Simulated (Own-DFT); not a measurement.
# Strain and stress in wurtzite AlN, 72 atoms (Al36N36)

All numbers below are calculated, not measured. The program, named Own-DFT, is a retired in-house plane-wave density functional code that no person has reviewed. Each row is one single-point run on a periodic cell that was not relaxed, without spin or spin-orbit coupling.

Settings of every run: PBE; PseudoDojo norm-conserving scalar-relativistic files; cutoff 42 hartree; 4 x 4 x 3 k mesh centred on Gamma; Gaussian smearing of 0.01 eV.

Known limits: k mesh not checked against a denser one; stress not checked against mesh or cutoff.

Unstrained cell vectors in Å: (9.336, 0.000, 0.000); (-4.668, 8.085, 0.000); (0.000, 0.000, 9.964). The unstrained cell has measured lattice constants (interpolated for alloys), not those of this functional. That, the random moves and any unrelaxed bonds set the pressure at no strain. Each run strains this cell uniformly, with the atoms carried along. Every atom was also moved at random, by a Gaussian of width 0.05 Å on each axis. Strain is the symmetric tensor, in per cent. Stress is positive in tension, and the pressure is minus a third of its trace.

```
run,e_xx (%),e_yy (%),e_zz (%),s_xx (GPa),s_yy (GPa),s_zz (GPa),P (GPa),E (meV/atom)
1,0.00,0.00,2.25,-3.88,-3.29,3.89,1.09,9.5
2,0.00,0.00,1.00,-5.63,-3.92,0.42,3.04,0.0
3,0.00,0.00,3.00,-4.74,-2.97,7.46,0.08,29.0
4,0.00,0.00,-1.25,-7.34,-7.43,-9.78,8.18,24.1
5,0.00,0.00,1.25,-3.36,-5.88,-0.14,3.13,18.4
6,0.00,0.00,0.75,-6.71,-3.65,-3.29,4.55,19.7
7,0.00,0.00,-0.75,-8.16,-4.48,-10.20,7.61,35.8
8,0.00,0.00,2.50,-2.69,-3.81,3.86,0.88,22.7
9,0.00,0.00,1.75,?,?,?,?,?
```

E is the free energy for each atom above the lowest run shown.

## Worked fit

The change of volume is close to e_xx + e_yy + e_zz. A straight line through the runs shown gives P = 5.75 - 200 x (fractional change of volume) GPa, with an error of 10 on the slope and a scatter of 0.39 GPa. The strain isn't the same on all axes and the cell isn't cubic, so the slope belongs to this path and is not the bulk modulus.

## Withheld run

Question: what pressure should run 9 give? Its volume changes by 1.75 %.

The line gives 2.3 GPa. The calculation gave 2.24 GPa.
